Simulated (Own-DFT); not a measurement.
# One host, several defects: zincblende GaAs

Everything here is calculated. The program is Own-DFT (plane waves, in-house, since retired, never reviewed by a person); positions were held fixed, and spin and spin-orbit coupling were off.

Method: PBE; PseudoDojo norm-conserving scalar-relativistic files; cutoff 42 hartree; 3 x 3 x 3 k mesh centred on Gamma; Fermi-Dirac smearing of 0.1 eV.

Known weak points (not all hold for every row): not probed for a lower state with spin; forces on such cells failed a check on a denser k mesh; forces not confirmed at this smearing and k mesh; forces on such cells passed a denser k mesh, each cell not checked; stress not checked against mesh or cutoff.

All runs share one cell, with vectors in Å (11.307, 0.000, 0.000); (0.000, 11.307, 0.000); (0.000, 0.000, 11.307) and a volume of 1445.4 Å³. Atoms were moved at random from their sites; u is the rms move along one axis. The defect's site can differ from row to row.

| cell | formula | u (Å) | P (GPa) |
|---|---|---|---|
| no defect | As32Ga32 | 0.0203 | 3.52 |
| no defect | As32Ga32 | 0.0495 | 4.05 |
| no defect | As32Ga32 | 0.0541 | 4.09 |
| one In on a Ga site | As32Ga31In | 0.0301 | 4.27 |
| one In on a Ga site | As32Ga31In | 0.0478 | 4.53 |
| one In on a Ga site | As32Ga31In | 0.0523 | 4.69 |
| two Ga vacancies | As32Ga30 | 0.0306 | 2.93 |
| two Ga vacancies | As32Ga30 | 0.0312 | 2.93 |
| two Ga vacancies | As32Ga30 | 0.0319 | 3.04 |
| one As on a Ga site and one Ga on an As site | As32Ga32 | 0.0300 | 3.95 |
| one As on a Ga site and one Ga on an As site | As32Ga32 | 0.0311 | 3.91 |
| one As on a Ga site and one Ga on an As site | As32Ga32 | 0.0484 | 4.13 |
| two As vacancies | As30Ga32 | 0.0286 | ? |
| two As vacancies | As30Ga32 | 0.0351 | 3.28 |
| two As vacancies | As30Ga32 | 0.0497 | 3.54 |
| two As vacancies | As30Ga32 | 0.0503 | 3.67 |

## What the rows give

P = P0 + c u² + a shift for each defect gives P0 = 3.46 GPa, c = 219 ± 20 GPa/Å² and a scatter of 0.06 GPa. The shifts, and each times the cell's volume:

- one In on a Ga site: 0.60 ± 0.05 GPa, 5.4 eV
- one As on a Ga site and one Ga on an As site: 0.23 ± 0.05 GPa, 2.1 eV
- two As vacancies: -0.42 ± 0.05 GPa, -3.8 eV (-1.9 eV for each of its 2 sites)
- two Ga vacancies: -0.71 ± 0.05 GPa, -6.4 eV (-3.2 eV for each of its 2 sites)

Against the defect-free cell, a freed cell would be larger where the shift is positive and smaller where it is negative (160.2 GPa Å³ is 1 eV). The atoms around the defects weren't relaxed, which would change these numbers.

## Prediction

Q: what pressure belongs in the blank (two As vacancies, u = 0.0286 Å)?

From the fit: 3.22 ± 0.07 GPa. The run itself gave 3.15 GPa.
